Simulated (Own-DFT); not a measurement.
# Computed records: SiC (4H silicon carbide, strained, atoms displaced)

All values are calculated (Own-DFT development build). A calculation, not a measurement: plane-wave PBE density functional theory by an unreviewed code, no spin, of a simulated periodic cell, stress positive in tension, free energy of the whole cell less one offset for each atom, forces on such cells passed a denser k mesh, this cell's mesh not checked; offsets are fitted by least squares, one for each functional and potential file, so energies compare only between cells with the same atoms and settings and are not formation energies; the far tail of each file's local potential was reset to the Coulomb form; each entry is a single point on an unrelaxed cell, so the pressure reflects the starting lattice, mostly measured values (interpolated for alloys), from which strain is counted, and rises with the displacements; printed positions are rounded, which can move forces by about a meV/angstrom; the program, named Own-DFT, is a retired in-house code; no spin-orbit coupling.

## SiC (4H silicon carbide, strained, atoms displaced)

```
SiC
1.0
      9.2152     0.0858    -0.1623
     -4.5333     7.8389     0.1434
     -0.1767     0.0783    10.0868
Si C Si C Si C Si C Si C Si C Si C Si C Si C Si C Si C Si C Si C Si C Si C Si C Si C Si C
2 2 2 2 2 2 2 2 2 2 2 2 2 2 2 2 2 2 2 2 2 2 2 2 2 2 2 2 2 2 2 2 2 2 2 2
Direct
  0.99204 0.99739 0.40192
  0.10606 0.21797 0.15142
  0.99499 0.99768 0.08574
  0.11075 0.22110 0.33951
  0.00272 0.33256 0.40018
  0.12068 0.55795 0.16602
  0.99551 0.33588 0.09541
  0.12304 0.56458 0.34661
  0.00255 0.67092 0.40270
  0.11021 0.88450 0.14731
  0.00398 0.66480 0.10334
  0.11020 0.88368 0.34154
  0.33191 0.00292 0.41397
  0.43983 0.21373 0.15908
  0.33929 0.00951 0.09033
  0.45336 0.22597 0.34260
  0.33798 0.33262 0.40696
  0.44073 0.55431 0.15444
  0.33665 0.33396 0.09235
  0.44299 0.56004 0.35279
  0.34038 0.68068 0.40271
  0.45200 0.89168 0.16427
  0.33859 0.66704 0.09549
  0.44344 0.89100 0.33790
  0.68081 0.00490 0.40374
  0.78702 0.23141 0.15403
  0.66013 0.00070 0.08486
  0.77536 0.22530 0.34732
  0.66959 0.32611 0.40985
  0.77571 0.55554 0.16106
  0.67061 0.34216 0.09242
  0.77589 0.54357 0.34303
  0.67202 0.67228 0.40477
  0.76545 0.88449 0.15667
  0.65812 0.66837 0.08962
  0.77581 0.89128 0.34116
  0.00084 0.00512 0.90453
  0.89604 0.77215 0.65455
  0.00079 0.00048 0.58593
  0.88653 0.76962 0.84374
  0.00383 0.67037 0.90681
  0.89332 0.44120 0.65007
  0.99911 0.66370 0.59419
  0.89369 0.44213 0.83949
  0.00216 0.32951 0.90803
  0.89703 0.11539 0.66061
  0.99966 0.33713 0.60033
  0.88340 0.10078 0.84065
  0.67464 0.00082 0.90904
  0.55760 0.77451 0.64937
  0.67785 0.00263 0.59535
  0.55147 0.78300 0.84070
  0.66581 0.67122 0.91093
  0.55434 0.42974 0.65451
  0.68097 0.67802 0.60323
  0.55481 0.43643 0.84668
  0.67243 0.34369 0.90980
  0.55826 0.11311 0.66096
  0.66252 0.31943 0.59325
  0.55109 0.10137 0.84647
  0.33374 0.01062 0.91078
  0.22073 0.77730 0.65127
  0.32757 0.99931 0.59786
  0.22457 0.76910 0.84881
  0.33664 0.66749 0.90726
  0.22077 0.44344 0.65441
  0.33125 0.66880 0.58494
  0.22806 0.44230 0.84776
  0.32209 0.32268 0.90146
  0.22149 0.11616 0.65783
  0.33478 0.32681 0.58941
  0.21880 0.10732 0.84596
```

* functional: PBE
* potential files: PseudoDojo norm-conserving, scalar-relativistic, standard set
* wave cutoff: 42 hartree
* occupations: Fermi-Dirac
* smearing width: 0.1 eV
* hardware: one NVIDIA H100
* k mesh: 4 x 4 x 3 centred on Gamma
* free energy of cell above offsets: -6.059 eV
* pressure: 9.14 GPa
* stress xx: -8.47 GPa
* stress yy: -12.94 GPa
* stress zz: -6.02 GPa
* stress yz: 3.2 GPa
* stress xz: -5.78 GPa
* stress xy: 5.39 GPa
* wall time: 342.5 s

Force:
```
element  x (eV/Å)  y (eV/Å)  z (eV/Å)
     Si     2.191      0.41    -0.001
     Si     1.001     0.531     0.336
      C     -0.33    -0.313     1.465
      C     0.328     0.007     0.191
     Si    -0.042     0.828     1.401
     Si    -0.427     0.128    -1.682
      C     1.937     0.331    -0.461
      C    -1.156     -1.33     0.338
     Si     0.175    -1.755     0.642
     Si     0.164     1.437     1.503
      C    -0.801    -0.607    -1.825
      C    -0.755     2.234    -0.438
     Si     0.213    -0.225    -1.471
     Si     0.609     2.817    -0.382
      C    -0.222     -2.67     1.041
      C     -1.08      -0.8     0.807
     Si    -0.522     0.075    -0.983
     Si     1.152    -0.659     1.248
      C    -1.206    -0.907     0.004
      C     1.223    -0.089    -1.578
     Si     0.508    -2.041     0.792
     Si    -1.311    -0.028    -3.495
      C    -1.538     0.674    -0.055
      C     0.753     2.205     2.589
     Si    -2.761    -0.323     1.656
     Si    -2.177    -1.271     0.384
      C      1.14     0.923      3.01
      C     2.591    -0.324    -1.741
     Si    -1.594     0.636     0.036
     Si     0.293     0.509    -1.119
      C    -0.094    -1.226     0.787
      C    -0.625     2.241     1.089
     Si    -0.008    -1.888     1.398
     Si     1.244     0.995    -1.307
      C     1.248    -0.417     1.946
      C     0.821    -0.511    -0.814
     Si      0.77     -2.62    -0.248
     Si    -1.084     1.553     1.216
      C     0.205     0.172     1.527
      C    -0.549     1.712     0.211
     Si     1.149     -1.56      0.62
     Si    -2.098     0.361     1.993
      C     0.641    -0.053     -1.51
      C    -0.827     0.331      0.58
     Si    -0.471     0.522     -0.55
     Si    -0.515    -1.284    -1.481
      C     2.063    -1.079    -2.371
      C     0.144     2.152     0.926
     Si    -2.155    -0.743    -1.896
     Si    -0.672     0.944     1.512
      C    -1.309    -0.102    -0.893
      C      1.27    -0.964     0.072
     Si     0.069    -1.072    -2.548
     Si      -0.2     2.437     0.985
      C    -0.778    -3.097    -2.513
      C    -2.246     1.196    -1.053
     Si     1.688    -2.255    -0.718
     Si     0.416    -2.957     0.432
      C      0.51      2.66    -0.544
      C    -0.198     2.238     0.102
     Si      2.81    -2.603    -1.118
     Si       0.6      -0.5     1.909
      C     0.906     0.749    -0.189
      C    -2.392     2.137    -1.127
     Si     0.883    -0.291     0.465
     Si     0.797     0.706      0.14
      C     0.795     0.056     1.274
      C    -2.051     0.427    -1.322
     Si     3.053     1.629     1.843
     Si     0.145    -2.032    -0.457
      C    -0.879     1.546     0.801
      C    -1.431     0.084    -1.382
```
